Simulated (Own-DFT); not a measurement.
# How much smaller does PBEsol make it? C40 NbSi2, 36 atoms (Nb12Si24)

The numbers are computed, not measured, by runs of the plane-wave DFT program Own-DFT (in-house, retired, unreviewed) at fixed positions, with no spin and no spin-orbit coupling.

Limits: forces on such cells failed a check on a denser k mesh; stress not checked against mesh or cutoff.

Each geometry was run with PBE and with PBEsol, otherwise alike: PseudoDojo norm-conserving scalar-relativistic files made for PBE; cutoff 42 hartree; 4 x 4 x 5 k mesh centred on Gamma; cold (Marzari-Vanderbilt) smearing of 0.2 eV. Unstrained cell vectors in Å: (0.000, 8.324, 0.000); (-9.613, 0.000, 0.000); (0.000, 0.000, 6.586). Each has a uniform strain, of which the change of volume is shown, and random moves of rms u per axis.

| run | volume change (%) | u (Å) | P with PBE (GPa) | P with PBEsol (GPa) |
|---|---|---|---|---|
| 1 | -0.02 | 0.0456 | 2.60 | -1.06 |
| 2 | -0.83 | 0.0502 | 4.26 | 0.56 |
| 3 | -0.07 | 0.0479 | 3.50 | -0.16 |
| 4 | -0.56 | 0.0485 | 4.08 | 0.40 |
| 5 | -3.70 | 0.0532 | 10.91 | 7.08 |
| 6 | 4.42 | 0.0491 | -4.66 | -8.12 |
| 7 | 2.80 | 0.0497 | -1.45 | -4.99 |
| 8 | -0.02 | 0.0549 | 2.71 | -0.94 |
| 9 | 1.83 | 0.0491 | -0.78 | -4.36 |
| 10 | 2.07 | 0.0509 | -0.63 | -4.20 |
| 11 | 1.65 | 0.0551 | 0.00 | ? |

Question: by how much does PBEsol shrink this cell, and what belongs in the blank?

## Working it out

Write v for the change of volume as a fraction. Fitted to v and u², the PBE pressure has a slope of -185 ± 9 GPa in v, with the ions held to the strained lattice. The difference PBEsol less PBE is -3.66 + 4.5 v GPa (slope ± 0.1) and averages -3.63 GPa. Divided by the mean slope of the two, 183 GPa, that makes PBEsol's volume at a given pressure, near 0 GPa, about 2.0 % smaller, or 0.66 % in lengths. At one volume PBEsol's slope is the smaller by 4 GPa, but its pressure there is lower too. If stiffness rises by about 4 GPa for each GPa, PBEsol at equal pressure is stiffer by about 10 GPa. Files made for PBEsol would give a different shift.

For run 11 the line gives -3.59 GPa. Computed: -3.59 GPa.
